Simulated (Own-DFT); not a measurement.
# One host, several defects: C40 NbSi2

The numbers are computed, not measured, by runs of the plane-wave DFT program Own-DFT (in-house, retired, unreviewed) at fixed positions, with no spin and no spin-orbit coupling.

Common settings: PBE; PseudoDojo norm-conserving scalar-relativistic files; cutoff 42 hartree; 4 x 4 x 5 k mesh centred on Gamma; cold (Marzari-Vanderbilt) smearing of 0.2 eV.

Keep in mind: forces on such cells failed a check on a denser k mesh; stress not checked against mesh or cutoff.

All runs share one cell, with vectors in Å (0.000, 8.324, 0.000); (-9.613, 0.000, 0.000); (0.000, 0.000, 6.586) and a volume of 527.0 Å³. Atoms were moved at random from their sites; u is the rms move along one axis. The defect's site can differ from row to row.

```
cell,formula,u (Å),P (GPa)
no defect,Nb12Si24,0.0185,1.46
no defect,Nb12Si24,0.0534,2.45
no defect,Nb12Si24,0.0537,2.87
one Si vacancy,Nb12Si23,0.0313,1.06
one Si vacancy,Nb12Si23,0.0476,1.56
one Si vacancy,Nb12Si23,0.0564,1.83
two Nb vacancies,Nb10Si24,0.0286,-0.10
two Nb vacancies,Nb10Si24,0.0495,0.51
two Nb vacancies,Nb10Si24,0.0510,0.31
two Nb on a Si site each,Nb14Si22,0.0274,7.54
two Nb on a Si site each,Nb14Si22,0.0294,?
two Nb on a Si site each,Nb14Si22,0.0464,7.97
two Nb on a Si site each,Nb14Si22,0.0493,8.30
two Si on a Nb site each,Nb10Si26,0.0338,1.89
two Si on a Nb site each,Nb10Si26,0.0481,2.15
two Si on a Nb site each,Nb10Si26,0.0552,2.48
```

## Worked fit

P = P0 + c u² + a shift for each defect gives P0 = 1.48 GPa, c = 384 ± 45 GPa/Å² and a scatter of 0.16 GPa. The shifts, and each times the cell's volume:

- two Nb on a Si site each: 5.77 ± 0.13 GPa, 19.0 eV (9.5 eV for each of its 2 sites)
- two Si on a Nb site each: -0.14 ± 0.13 GPa, -0.5 eV (-0.2 eV for each of its 2 sites) (not resolved)
- one Si vacancy: -0.82 ± 0.13 GPa, -2.7 eV
- two Nb vacancies: -1.99 ± 0.13 GPa, -6.6 eV (-3.3 eV for each of its 2 sites)

Against the defect-free cell, a freed cell would be larger where the shift is positive and smaller where it is negative (160.2 GPa Å³ is 1 eV). The atoms around the defects weren't relaxed, which would change these numbers.

## Prediction

The question: what pressure belongs in the blank (two Nb on a Si site each, u = 0.0294 Å)?

The fitted form gives 7.58 ± 0.18 GPa. The hidden result is 7.74 GPa.
